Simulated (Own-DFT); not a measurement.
## Calculated data, Si$_{23}$O$_{48}$ (quartz with one vacancy, atoms displaced)

All values are calculated (Own-DFT development build). A calculation, not a measurement: plane-wave PBE density functional theory by an unreviewed code, no spin, of a simulated periodic cell, stress positive in tension, free energy of the whole cell less one offset for each atom, some atoms lie very close together, defect cell not probed for a lower state with spin; oxygen file: force components 24 meV/angstrom off all-electron in one glass; forces on such cells passed a denser k mesh, this cell's mesh not checked; offsets are fitted by least squares, one for each functional and potential file, so energies compare only between cells with the same atoms and settings and are not formation energies; the far tail of each file's local potential was reset to the Coulomb form; each entry is a single point on an unrelaxed cell, so the pressure reflects the starting lattice, mostly measured values (interpolated for alloys), from which strain is counted, and rises with the displacements; printed positions are rounded, which can move forces by about a meV/angstrom; the program, named Own-DFT, is a retired in-house code; no spin-orbit coupling; before rounding, a Quantum ESPRESSO 7.3.1 run of the same cell and cutoff gave forces within 1 meV/angstrom rms on each cell, which checks the program and not the settings.

Common to all runs: functional PBE; potential files PseudoDojo norm-conserving, scalar-relativistic, standard set; wave cutoff 72 hartree; occupations Fermi-Dirac; smearing width 0.1 eV; k mesh 3 x 3 x 2 centred on Gamma.

(1) 
```xyz
71
Lattice="9.8268 0.0000 0.0000 -4.9134 8.5103 0.0000 0.0000 0.0000 10.8104" Properties=species:S:1:pos:R:3:force_x:R:1:force_y:R:1:force_z:R:1 formula=Si23O48 free_energy_of_cell_above_offsets=10.828 pressure=13.91 stress_xx=-16.14 stress_yy=-11.37 stress_zz=-14.22 stress_yz=5.73 stress_xz=-2.24 stress_xy=3.82
Si    -2.5693     8.4666     0.1022      -5.29      0.373     -14.94
Si     8.6625     1.9458     3.7405      2.546      6.129      -3.27
Si     1.3142     2.2198     1.7817     -0.936     -1.105      0.862
O      1.4563     1.0159     0.5994     -5.705      7.642      4.541
O      2.6234     2.5525     2.6839      -1.04     -0.156     -2.816
O      3.2403     0.4817     4.3643      3.734      3.901     -3.978
O     -1.1135     3.1655     4.8648     -0.697     -1.913     -1.524
O      0.3277     1.7499     3.0569     -0.499     -0.331      -0.54
O      0.7692     3.6025     1.1727      0.365     -0.137     -0.391
Si     2.2693     0.1352     5.4812     -2.608     -3.584       3.07
Si    -1.0882     1.9251     8.9324     -2.344     -0.281      1.961
Si     1.4208     2.3837     7.2215     -5.525      -5.35      1.123
O      1.2849     1.2520     6.0969      1.103     -2.334     -1.631
O      2.7308     2.5553     7.8158      8.145      1.297      3.323
O      3.2455     0.6421     9.7339      0.638      0.177     -1.086
O     -1.1658     3.1269    10.1838      0.387     -1.333      -1.64
O      0.3997     1.6899     8.4047     -0.236      0.694     -0.484
O      0.7646     3.5287     6.5544      -3.18      6.837      -3.39
Si    -0.1828     4.2443     0.0239     -0.725      0.258     -0.286
Si    -3.6052     6.3077     3.5617       9.37     -4.382      13.87
Si    -1.0082     6.6681     1.8408     -20.23      -2.72     -6.687
O     -1.1637     5.3124     0.7584      0.233      2.074      0.392
O      0.2905     6.6399     2.2234      18.27      1.191      8.243
O      0.7676     4.8951     4.1850     -0.585       1.01      1.071
O     -3.6136     7.5164     4.8037     -0.455     -2.215     -0.816
O     -2.1919     6.0467     2.9641      3.745        0.7      -1.19
O     -1.7670     8.0574     1.1431      11.19      -8.04      13.47
Si    -0.2230     4.3655     5.4643      9.199     -9.559     -6.108
Si     6.0743     6.2961     8.8674       9.31     -2.587      8.474
Si    -1.2397     6.4833     7.2406      5.675     -2.666      1.722
O     -1.0834     5.1912     6.1866     -7.557      9.185      6.185
O      0.2851     6.7838     7.9141     -0.446     -0.539     -0.758
O      0.7555     4.9529     9.6607     -2.276     -5.506      3.373
O     -3.5137     7.3705    10.1201     -0.362      -0.76     -0.714
O     -1.9946     5.9461     8.4578     -6.047     -0.677       2.79
O     -1.6997     7.7070     6.5371     -2.665      5.391      -3.02
Si     7.2735     0.0490     0.1099      1.877     -3.395      -3.81
Si     3.6328     2.0439     3.7602      3.259     -4.859     -3.351
Si     6.2187     2.2866     1.7626      2.123     -3.095      1.558
O      6.3262     1.1210     0.5201     -3.483      5.831      4.317
O      7.7248     2.4591     2.4638     -0.967     -0.102     -0.355
O      8.0551     0.6383     4.1837      -1.67     -5.003      2.092
O      3.6766     3.1419     4.7592      2.401      5.343      5.237
O      5.2189     1.8883     2.9606      -2.32     -0.848      1.251
O      5.6889     3.5997     1.1357      1.955      0.872      1.622
Si     2.3333     8.3900     5.3572      0.742      5.686          6
Si     6.0855     2.3278     7.1858      4.113     -7.273      2.553
O      6.3160     1.0912     6.1957      0.298     -2.452     -3.323
O      7.5865     2.4339     7.7656      3.196      0.029      2.461
O      8.2756     0.4481     9.7642      2.301      3.578     -2.877
O      3.8032     3.1347    10.1248      0.567     -0.172      0.161
O      5.2045     1.8334     8.3870     -1.592     -0.908      2.548
O      5.5641     3.5590     6.6421     -2.879       8.79     -4.821
Si     4.9547     4.1912    10.7583     -7.869      0.568      0.347
Si     1.3132     6.3395     3.6503     -0.944     -5.463     -5.448
Si     3.7270     6.5444     1.9021      8.301     -1.411     -6.911
O      3.7189     5.2911     0.6360      2.465      0.888      1.227
O      5.3344     6.7976     2.6533     -14.91      5.143     -13.36
O      5.6324     4.7967     4.2555       5.24      4.286      -6.27
O      1.3560     7.3358     4.7910      -1.36      0.712      1.057
O      2.7363     6.0572     2.8353     -6.671     -2.143      7.679
O      3.2741     7.8102     1.1516       0.51      1.755      1.159
Si     4.8533     4.4141     5.4178     -4.353     -8.288      4.027
Si     1.2829     6.2328     9.1300       0.89      7.082     -3.179
Si     3.6522     6.4133     7.2033      1.096      3.186      0.582
O      3.8298     5.3478     6.0601     -2.159      1.932      0.122
O      5.1913     6.6844     7.7968     -5.361       1.88     -6.309
O      5.6546     4.8922     9.6273      2.563      2.518     -3.629
O      1.3916     7.5470    10.1456     -0.989       -3.2     -0.616
O      2.6861     5.9830     8.3264     -0.558      -1.03      1.632
O      3.2150     7.9356     6.7201      -0.31      -1.12     -2.575
```

Units: free_energy_of_cell_above_offsets in eV; pressure, stress_xx, stress_yy, stress_zz, stress_yz, stress_xz, stress_xy in GPa; force_x, force_y, force_z in eV/Å.

(2) 
```xyz
71
Lattice="9.8268 0.0000 0.0000 -4.9134 8.5103 0.0000 0.0000 0.0000 10.8104" Properties=species:S:1:pos:R:3:force_x:R:1:force_y:R:1:force_z:R:1 formula=Si23O48 free_energy_of_cell_above_offsets=-2.753 pressure=9.52 stress_xx=-12.59 stress_yy=-6.87 stress_zz=-9.11 stress_yz=0.82 stress_xz=2.31 stress_xy=-1.14
Si     2.3143     0.0206    10.7660     -1.441     -1.361       1.85
Si     8.6735     1.9783     3.5883     -0.394      1.931      1.158
Si     1.3369     2.2362     1.7437     -1.697      0.555      2.719
O      1.3509     1.1677     0.6161      0.292     -1.663     -1.917
O      2.7044     2.4422     2.4971      0.339       0.61     -0.594
O      3.2465     0.5779     4.2239     -1.711     -2.696      2.232
O     -1.1056     3.1256     4.8129     -0.375     -1.199     -1.614
O      0.2716     1.7785     2.9309      1.333     -0.171     -0.959
O      0.7586     3.6635     1.2014      2.909      -1.32      2.932
Si    -2.6566     8.4483     5.4221      2.029      1.993     -0.133
Si     1.2602     2.1446     7.2308      0.265      5.029      -0.93
O      1.3669     1.1362     6.0516      0.059     -1.419     -1.798
O      2.7102     2.5935     7.8056      1.962     -1.152      1.779
O      3.2689     0.6431     9.7000      1.187      0.641     -1.965
O     -1.1469     3.1332    10.1298      0.112     -0.326      0.256
O      0.1847     1.7721     8.2911     -1.282     -0.755      1.904
O      0.7361     3.6881     6.4925      4.133     -4.059      4.857
Si    -0.0985     4.1342     0.0566     -2.737      3.062     -5.778
Si    -3.5362     6.2069     3.5976     -15.93      4.013      6.003
Si    -1.1500     6.3836     1.7566     -0.706      6.784      6.513
O     -1.0690     5.3978     0.6658       0.89     -5.066     -4.679
O      0.3063     6.7738     2.4896     -1.484     -0.901     -1.018
O      0.7981     4.8651     4.2246     -0.317     -1.042      0.232
O     -3.5724     7.3489     4.8486      -1.46     -2.234     -1.928
O     -2.3000     6.0212     3.0605      17.73     -1.556     -9.267
O     -1.7145     7.8728     1.1581      0.187     -1.442      0.307
Si    -0.1197     4.2556     5.4074     -4.147      2.367      -2.14
Si     6.1855     6.2194     9.0324      1.329     -0.134     -4.241
Si    -1.1647     6.5690     7.2265      1.742     -1.331     -3.346
O     -1.1511     5.3877     6.0763      1.009      0.109     -0.809
O      0.2639     6.7315     7.8843      0.706      1.037     -0.429
O      0.8279     4.8570     9.5643      -2.07     -3.706      3.679
O     -3.5911     7.3720    10.0910       0.71      1.411      1.812
O     -2.1120     6.0108     8.2737     -5.558     -1.292      5.007
O     -1.6856     7.9184     6.5957     -0.106      1.373     -0.304
Si     2.3013     8.4783     0.0067     -0.394      1.904      1.194
Si     3.7136     1.9134     3.6215        0.9      3.962      0.541
Si     6.2448     2.2712     1.8326     -2.203     -0.257      0.204
O      6.3264     1.1454     0.6975     -0.432     -0.984     -0.569
O      7.6807     2.5627     2.4165       1.54      -0.35      1.452
O      8.2223     0.6161     4.3016      0.869      0.408     -1.352
O      3.8136     3.2243     4.7011     -1.529     -3.362     -1.544
O      5.1423     1.7723     2.9748      2.453     -0.147     -1.207
O      5.7621     3.6266     1.1674     -1.813      2.701     -2.086
Si     7.3085     0.0196     5.4359     -3.543     -0.412       -0.8
Si     3.8214     2.0128     9.0059     -1.313       0.83     -0.872
Si     6.2140     2.2649     7.2767      0.701      0.266     -6.527
O      6.2958     1.1334     6.0531      0.423      0.322      0.301
O      7.5812     2.5164     7.8878      4.561      0.919      1.893
O      8.0721     0.6213     9.6499      1.115       0.63     -1.345
O      3.8153     3.0990    10.2188      0.951      1.041     -0.198
O      5.2568     1.6842     8.2581     -5.756     -1.775      5.077
O      5.7256     3.6210     6.5538     -0.514      0.567      0.037
Si     4.7706     4.4257    10.7593     -1.175     -10.14       5.36
Si     1.3735     6.1879     3.5985      -3.07      3.635      1.749
Si     3.7629     6.4996     1.7604     -0.673      1.089       2.41
O      3.8399     5.3864     0.6204      -3.03      2.866      1.218
O      5.1852     6.7629     2.4038      1.768     -0.266      1.203
O      5.7519     4.8600     4.1905     -1.756     -1.942      2.068
O      1.3493     7.4549     4.7240      0.795     -1.061     -0.406
O      2.7600     5.9750     2.9850      3.428     -0.376     -2.417
O      3.2224     7.9302     1.2108      0.328     -0.953      0.193
Si     4.7521     4.2435     5.4109        2.5      0.883     -1.169
Si     1.2505     6.2196     9.0094      2.421      2.072     -1.074
Si     3.7565     6.5268     7.2412     -1.202     -2.433     -2.081
O      3.7988     5.3327     6.0254     -0.694      2.459      1.996
O      5.1651     6.8344     7.8218      3.431     -0.895      2.274
O      5.6163     4.7918     9.6284      5.046      3.664     -6.295
O      1.3924     7.3871    10.1378     -1.293     -1.336      -0.09
O      2.7635     6.0275     8.3801     -0.875     -0.256      0.774
O      3.2547     7.8320     6.5299       0.53      0.641      0.695
```

Units: free_energy_of_cell_above_offsets in eV; pressure, stress_xx, stress_yy, stress_zz, stress_yz, stress_xz, stress_xy in GPa; force_x, force_y, force_z in eV/Å.

(3) 
```xyz
71
Lattice="9.8268 0.0000 0.0000 -4.9134 8.5103 0.0000 0.0000 0.0000 10.8104" Properties=species:S:1:pos:R:3:force_x:R:1:force_y:R:1:force_z:R:1 formula=Si23O48 free_energy_of_cell_above_offsets=-2.368 pressure=10.14 stress_xx=-12.46 stress_yy=-8.06 stress_zz=-9.91 stress_yz=0.25 stress_xz=2.15 stress_xy=-1.13
Si     2.3649     0.0294    10.7718     -3.547     -2.579      3.587
Si    -1.0856     2.0796     3.5136     -12.78      0.433      6.591
Si     1.3824     2.2639     1.7854     -4.334     -0.417     -1.525
O      1.3832     1.0844     0.6130     -1.083      2.491      1.896
O      2.7522     2.4906     2.4679      0.842      0.789     -0.212
O      3.2041     0.6782     4.1905     -1.487     -3.076      2.464
O     -1.1149     3.0780     4.8034     -0.416      -0.24     -0.774
O      0.1766     1.7771     3.0025       14.5     -2.108     -6.604
O      0.8380     3.6536     1.1042      0.003     -0.528      0.158
Si     2.3491     0.0592     5.4576     -0.722     -1.625     -0.398
Si     8.6234     2.0011     9.0151      1.228       0.36      1.266
Si     1.2345     2.2133     7.2147     -0.492      3.281      2.005
O      1.3124     1.1507     6.1282      1.558     -3.497     -3.397
O      2.7087     2.4901     7.9127     -1.344      0.423     -1.443
O      3.3022     0.5815     9.7715      4.586      4.374     -5.918
O     -1.0705     3.1727    10.2070     -1.385     -2.165     -1.761
O      0.2343     1.6707     8.3512      0.493      0.417      0.439
O      0.8012     3.6217     6.5052        1.5     -1.495      2.178
Si    -0.1303     4.3315    10.7089     -3.194      -2.94      7.819
Si     6.2388     6.2090     3.5616      0.498      3.307      1.219
Si    -1.1652     6.4895     1.8868      1.149      2.479     -4.724
O     -1.0149     5.4656     0.6443     -0.385     -0.579     -0.277
O      0.3029     6.7601     2.4248     -0.523      0.887     -0.868
O      0.7637     4.8469     4.2681      1.062      1.756     -1.924
O     -3.4801     7.4008     4.7310      0.036     -0.713      -0.47
O     -2.0984     5.9794     2.9938     -2.096     -1.185      1.918
O     -1.7024     7.8710     1.0936      1.735     -2.029      3.321
Si    -0.1687     4.2165     5.4078      2.548     -2.734     -2.772
Si     6.2104     6.2463     9.0384      3.632       7.26     -2.955
Si    -1.1649     6.4239     7.2440      1.316      0.498     -4.379
O     -0.9952     5.2619     6.0672     -4.153       5.58      3.615
O      0.2607     6.7210     7.8623      0.782      0.624     -0.361
O      0.7640     4.8809     9.6977      4.939      3.442     -6.265
O     -3.4869     7.4383    10.1434     -1.171     -1.651     -1.081
O     -2.1331     6.0379     8.3299     -3.164      -1.92      3.773
O     -1.7012     7.8378     6.6662     -0.376      1.454     -1.626
Si     2.3139     8.4347    10.7461      0.232      3.317       2.99
Si     3.7077     2.0296     3.6498      4.421     -0.609     -3.239
Si     6.1915     2.2706     1.7065        1.3     -1.266      4.714
O      6.2819     1.1656     0.6073      0.537     -2.153     -2.202
O      7.7370     2.4706     2.3452     -1.965      0.664     -1.235
O      8.0461     0.6406     4.2770      0.589      0.867     -0.463
O      3.8042     3.0838     4.7517      1.418      4.621      3.733
O      5.2634     1.7314     3.0143     -1.006      1.129     -1.086
O      5.7359     3.7029     1.2164     -0.517      1.386      -1.15
Si     3.7324     1.9643     8.9481     -0.064      0.052        4.9
Si     6.1579     2.2582     7.2900      4.102      -1.97     -1.579
O      6.3959     1.1035     6.1316     -0.615     -0.072      0.123
O      7.7234     2.5426     7.8324     -2.127      0.349     -0.122
O      8.1802     0.5899     9.6755      0.365      0.573     -0.899
O      3.8653     3.2030    10.2033     -2.537     -4.772     -3.476
O      5.2041     1.7353     8.4414      0.383      -0.42      0.363
O      5.7565     3.5968     6.6070     -2.355      3.574     -2.361
Si     4.7781     4.2311     0.0095      1.569      4.853       1.32
Si     1.3364     6.3078     3.5088     -3.188     -1.028       5.02
Si     3.8343     6.5331     1.8092     -4.565     -1.501       -0.2
O      3.7959     5.4115     0.6725      1.292     -1.724     -1.045
O      5.2028     6.7823     2.4403      3.367      0.219      1.536
O      5.7002     4.8716     4.2069     -0.181     -0.734      0.286
O      1.3869     7.3751     4.7594     -0.166     -0.176      0.107
O      2.6981     6.0095     2.9542       5.77     -0.712     -2.627
O      3.1769     7.7886     1.1178      0.267      1.564      0.228
Si     4.7953     4.3506     5.4077     -0.926     -4.094      0.904
Si     1.2643     6.2535     8.9591      2.344     -0.498      1.696
Si     3.7329     6.4216     7.2233      2.794      7.539      0.629
O      3.8059     5.3970     6.1195      0.876     -3.692     -4.067
O      5.2809     6.7791     7.8445     -2.196     -0.326     -1.422
O      5.6665     5.0303     9.6138     -3.354     -8.187       4.64
O      1.3837     7.3493    10.2012      -2.18     -2.915       -2.7
O      2.7763     5.9291     8.3113     -3.757     -0.739      3.477
O      3.2988     7.9765     6.5642       0.32     -1.496       0.69
```

Units: free_energy_of_cell_above_offsets in eV; pressure, stress_xx, stress_yy, stress_zz, stress_yz, stress_xz, stress_xy in GPa; force_x, force_y, force_z in eV/Å.
